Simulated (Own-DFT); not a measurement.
## Calculated data, Ti5Si3 (Ti5Si3 crystal, strained, atoms displaced)

A calculation, not a measurement: plane-wave PBEsol density functional theory by an unreviewed code, no spin, of a simulated periodic cell, stress positive in tension, free energy of the whole cell less one offset for each atom, forces on such cells passed a denser k mesh, this cell's mesh not checked; offsets are fitted by least squares, one for each functional and potential file, so energies compare only between cells with the same atoms and settings and are not formation energies; the far tail of each file's local potential was reset to the Coulomb form; each entry is a single point on an unrelaxed cell, so the pressure reflects the starting lattice, taken from the Materials Project, from which strain is counted, and rises with the displacements; printed positions are rounded, which can move forces by about a meV/angstrom; the program is a retired in-house code; no spin-orbit coupling. Program: Own-DFT development build.

Settings shared by all entries: functional PBEsol; potential files PseudoDojo norm-conserving, scalar-relativistic, made for PBE, standard set; wave cutoff 42 hartree; occupations cold (Marzari-Vanderbilt); smearing width 0.2 eV; k mesh 4 x 4 x 4 centred on Gamma.

(1) Ti5Si3 (Ti5Si3 crystal, strained, atoms displaced)

```cif
# cell vector a (Å): 7.3875 -0.0344 -5.0032
# cell vector b (Å): 3.7580 6.5309 5.1402
# cell vector c (Å): 3.8292 -6.5853 5.1570
data_Ti5Si3
_symmetry_space_group_name_H-M 'P 1'
_symmetry_Int_Tables_number 1
_cell_length_a 8.9224
_cell_length_b 9.1212
_cell_length_c 9.1991
_cell_angle_alpha 91.441
_cell_angle_beta 88.106
_cell_angle_gamma 88.718
_cell_volume 747.80
loop_
_atom_site_label
_atom_site_type_symbol
_atom_site_fract_x
_atom_site_fract_y
_atom_site_fract_z
_atom_site_occupancy
Ti1 Ti 0.99003 0.32013 0.66744 1
Ti2 Ti 0.15792 0.49868 0.16215 1
Ti3 Ti 0.32506 0.33306 0.00574 1
Ti4 Ti 0.82954 0.49982 0.82723 1
Ti5 Ti 0.08982 0.16493 0.16830 1
Ti6 Ti 0.84056 0.42329 0.17109 1
Ti7 Ti 0.50374 0.50035 0.74579 1
Ti8 Ti 0.82775 0.15439 0.91602 1
Ti9 Ti 0.16794 0.57720 0.83169 1
Ti10 Ti 0.24959 0.50283 0.50400 1
Si1 Si 0.32082 0.27603 0.28756 1
Si2 Si 0.94680 0.65217 0.04877 1
Si3 Si 0.61457 0.39052 0.99038 1
Si4 Si 0.71429 0.29108 0.68339 1
Si5 Si 0.04099 0.34852 0.95672 1
Si6 Si 0.01517 0.39124 0.37139 1
Ti11 Ti 0.66713 0.66192 0.00514 1
Ti12 Ti 0.83081 0.83009 0.50227 1
Ti13 Ti 0.99815 0.66539 0.33109 1
Ti14 Ti 0.50638 0.82859 0.17267 1
Ti15 Ti 0.74245 0.49587 0.50159 1
Ti16 Ti 0.50138 0.75469 0.48612 1
Ti17 Ti 0.16060 0.82958 0.09034 1
Ti18 Ti 0.50178 0.49952 0.26016 1
Ti19 Ti 0.83356 0.91605 0.17490 1
Ti20 Ti 0.91668 0.82228 0.83222 1
Si7 Si 0.98198 0.61870 0.61503 1
Si8 Si 0.61634 0.98543 0.37006 1
Si9 Si 0.28826 0.71016 0.32233 1
Si10 Si 0.37805 0.62664 0.01602 1
Si11 Si 0.71050 0.68160 0.27970 1
Si12 Si 0.68036 0.71264 0.70987 1
Ti21 Ti 0.33806 0.00506 0.34136 1
Ti22 Ti 0.50229 0.16964 0.83412 1
Ti23 Ti 0.68022 0.99021 0.67061 1
Ti24 Ti 0.16883 0.17075 0.50311 1
Ti25 Ti 0.41377 0.82577 0.83261 1
Ti26 Ti 0.17154 0.08580 0.82998 1
Ti27 Ti 0.82631 0.17199 0.41816 1
Ti28 Ti 0.16410 0.83615 0.58392 1
Ti29 Ti 0.50140 0.24839 0.50210 1
Ti30 Ti 0.57963 0.17484 0.16238 1
Si13 Si 0.65123 0.95832 0.95719 1
Si14 Si 0.28148 0.32017 0.70923 1
Si15 Si 0.95437 0.05042 0.65913 1
Si16 Si 0.04581 0.94605 0.33865 1
Si17 Si 0.38457 0.00996 0.62493 1
Si18 Si 0.35309 0.04689 0.04730 1
```

```
free energy of cell above offsets : 1.416 eV
pressure                          : -3.77 GPa
stress xx                         : 3 GPa
stress yy                         : 6.32 GPa
stress zz                         : 2 GPa
stress yz                         : -0.19 GPa
stress xz                         : 2.66 GPa
stress xy                         : -1.86 GPa
```

Force:
```
element  x (eV/Å)  y (eV/Å)  z (eV/Å)
     Ti      1.51     1.298     0.166
     Ti     1.117    -0.094    -0.252
     Ti     0.313     0.416    -0.796
     Ti     0.533    -0.448     0.268
     Ti    -0.565     0.184     0.328
     Ti    -1.452      0.06     0.144
     Ti    -0.457    -0.423     0.495
     Ti     1.151     0.933     0.171
     Ti    -0.136     0.178     0.298
     Ti    -0.063     0.008    -0.331
     Si     0.652     1.007     0.604
     Si     0.268     0.401    -0.208
     Si     -0.18    -0.543    -0.391
     Si    -1.132    -0.341    -0.234
     Si    -0.614     -0.12    -0.503
     Si    -0.097    -2.125     0.219
     Ti    -0.195     1.153     0.018
     Ti     0.247     0.694    -0.493
     Ti     0.216     0.092     0.376
     Ti    -0.954      0.98     0.632
     Ti     0.145     0.595    -0.136
     Ti     0.701    -1.097     0.462
     Ti     0.468       0.5    -0.253
     Ti    -0.654     0.281    -0.301
     Ti    -0.691     0.738    -0.369
     Ti     0.364     0.546     0.272
     Si     0.437    -0.402    -0.395
     Si      1.48    -0.176     0.488
     Si    -0.423     0.341     0.308
     Si    -0.418    -0.626    -0.415
     Si     0.757    -1.079    -0.347
     Si    -0.423    -0.294     0.284
     Ti    -1.205    -0.161    -0.451
     Ti      -0.2    -0.106     0.015
     Ti    -0.871     0.814     1.575
     Ti    -0.812    -0.189    -0.269
     Ti     0.331     0.333     0.198
     Ti     0.049    -0.461     0.334
     Ti     0.417    -0.238    -0.431
     Ti    -0.099      0.02    -0.292
     Ti    -0.125    -0.025    -0.067
     Ti     0.425    -0.698    -0.313
     Si    -0.602    -0.808    -0.323
     Si     0.891    -0.239     0.279
     Si    -0.409    -0.555    -0.793
     Si     1.075    -0.085     0.583
     Si    -0.133     0.128    -0.189
     Si     -0.64    -0.366     0.036
```

(2) Ti5Si3 (Ti5Si3 crystal, strained, atoms displaced)

```cif
# cell vector a (Å): 7.5440 -0.0438 -5.3035
# cell vector b (Å): 3.5468 6.4358 5.0308
# cell vector c (Å): 3.7559 -6.7105 5.2249
data_Ti5Si3
_symmetry_space_group_name_H-M 'P 1'
_symmetry_Int_Tables_number 1
_cell_length_a 9.2218
_cell_length_b 8.9055
_cell_length_c 9.2972
_cell_angle_alpha 92.479
_cell_angle_beta 89.386
_cell_angle_gamma 90.143
_cell_volume 762.77
loop_
_atom_site_label
_atom_site_type_symbol
_atom_site_fract_x
_atom_site_fract_y
_atom_site_fract_z
_atom_site_occupancy
Ti1 Ti 0.99628 0.33850 0.66601 1
Ti2 Ti 0.17605 0.49636 0.15491 1
Ti3 Ti 0.33047 0.33642 0.00530 1
Ti4 Ti 0.84456 0.50400 0.83342 1
Ti5 Ti 0.08369 0.17042 0.16852 1
Ti6 Ti 0.83361 0.41324 0.15800 1
Ti7 Ti 0.50512 0.49493 0.76243 1
Ti8 Ti 0.83287 0.17054 0.91420 1
Ti9 Ti 0.15851 0.58100 0.83537 1
Ti10 Ti 0.25165 0.50551 0.50907 1
Si1 Si 0.32850 0.28510 0.28609 1
Si2 Si 0.94840 0.65013 0.05657 1
Si3 Si 0.62715 0.38139 0.99376 1
Si4 Si 0.72855 0.28306 0.68012 1
Si5 Si 0.05894 0.34685 0.95070 1
Si6 Si 0.99801 0.37497 0.37953 1
Ti11 Ti 0.66933 0.65820 0.99723 1
Ti12 Ti 0.84256 0.84170 0.50487 1
Ti13 Ti 0.00553 0.66607 0.33081 1
Ti14 Ti 0.49763 0.83495 0.16719 1
Ti15 Ti 0.75442 0.50269 0.48665 1
Ti16 Ti 0.49753 0.74673 0.50187 1
Ti17 Ti 0.16632 0.82924 0.08154 1
Ti18 Ti 0.48883 0.50612 0.25419 1
Ti19 Ti 0.83608 0.91340 0.16514 1
Ti20 Ti 0.91348 0.83509 0.83216 1
Si7 Si 0.98186 0.62700 0.62252 1
Si8 Si 0.62421 0.98553 0.38297 1
Si9 Si 0.28506 0.71074 0.32011 1
Si10 Si 0.38659 0.61483 0.01248 1
Si11 Si 0.72098 0.67937 0.28703 1
Si12 Si 0.67417 0.71291 0.71011 1
Ti21 Ti 0.33627 0.00132 0.32484 1
Ti22 Ti 0.49857 0.16837 0.83543 1
Ti23 Ti 0.66278 0.99979 0.65746 1
Ti24 Ti 0.16107 0.16770 0.49642 1
Ti25 Ti 0.41828 0.84140 0.82986 1
Ti26 Ti 0.16395 0.07267 0.83003 1
Ti27 Ti 0.83200 0.16562 0.41129 1
Ti28 Ti 0.16808 0.83481 0.58230 1
Ti29 Ti 0.50000 0.25391 0.49877 1
Ti30 Ti 0.57810 0.16790 0.16739 1
Si13 Si 0.66061 0.95371 0.95089 1
Si14 Si 0.27965 0.31624 0.71406 1
Si15 Si 0.95326 0.04584 0.65864 1
Si16 Si 0.04825 0.95677 0.34929 1
Si17 Si 0.37458 0.00552 0.61128 1
Si18 Si 0.34667 0.05486 0.04338 1
```

```
free energy of cell above offsets : 2.123 eV
pressure                          : -6.2 GPa
stress xx                         : 4.11 GPa
stress yy                         : 8.06 GPa
stress zz                         : 6.43 GPa
stress yz                         : -2.84 GPa
stress xz                         : -2.84 GPa
stress xy                         : -3.39 GPa
```

Force:
```
element  x (eV/Å)  y (eV/Å)  z (eV/Å)
     Ti     0.573     0.017    -0.738
     Ti    -0.034    -0.781     1.918
     Ti     0.133      0.15    -1.482
     Ti    -0.738    -0.265     0.457
     Ti    -0.067      0.05    -0.296
     Ti     0.707    -0.695     0.043
     Ti    -0.418     0.034    -0.197
     Ti     0.224     0.053    -0.139
     Ti     0.761     0.497     0.013
     Ti    -0.616     0.136    -0.192
     Si    -0.437    -0.037     0.473
     Si     0.346     0.821    -0.225
     Si    -1.083     -0.09    -0.159
     Si    -1.264     0.567     0.624
     Si    -1.396    -0.381    -0.058
     Si     1.254     0.776     -0.31
     Ti      0.57     0.864     1.039
     Ti    -1.472    -0.067    -0.596
     Ti    -0.115    -0.313     0.248
     Ti     0.242       0.1    -0.683
     Ti     0.047    -1.127     0.256
     Ti     -0.05     0.286    -0.282
     Ti     0.594    -0.066     0.147
     Ti     0.724     0.395    -0.709
     Ti     0.113     0.164      0.37
     Ti      0.14    -0.464     0.089
     Si     0.122     0.015    -0.581
     Si    -0.689     0.392    -0.135
     Si     0.331     0.024     0.266
     Si    -0.083     1.061      0.21
     Si     -0.58     0.453     0.206
     Si     0.453    -0.214    -0.123
     Ti     0.033    -0.473     0.584
     Ti    -0.124     0.338    -0.474
     Ti     0.421    -0.603     0.648
     Ti     0.681     0.048    -0.064
     Ti    -0.203    -0.644    -0.302
     Ti     0.608      0.11     0.041
     Ti     0.128    -0.746     0.177
     Ti    -0.779    -0.007    -0.105
     Ti     0.212    -0.384     0.102
     Ti     0.378     -0.28    -0.203
     Si    -0.389     -0.16     0.075
     Si     0.641     0.032     0.031
     Si     0.145      0.55     0.467
     Si     -0.55     0.291    -0.648
     Si     1.141     0.403     0.339
     Si    -0.633    -0.832    -0.118
```
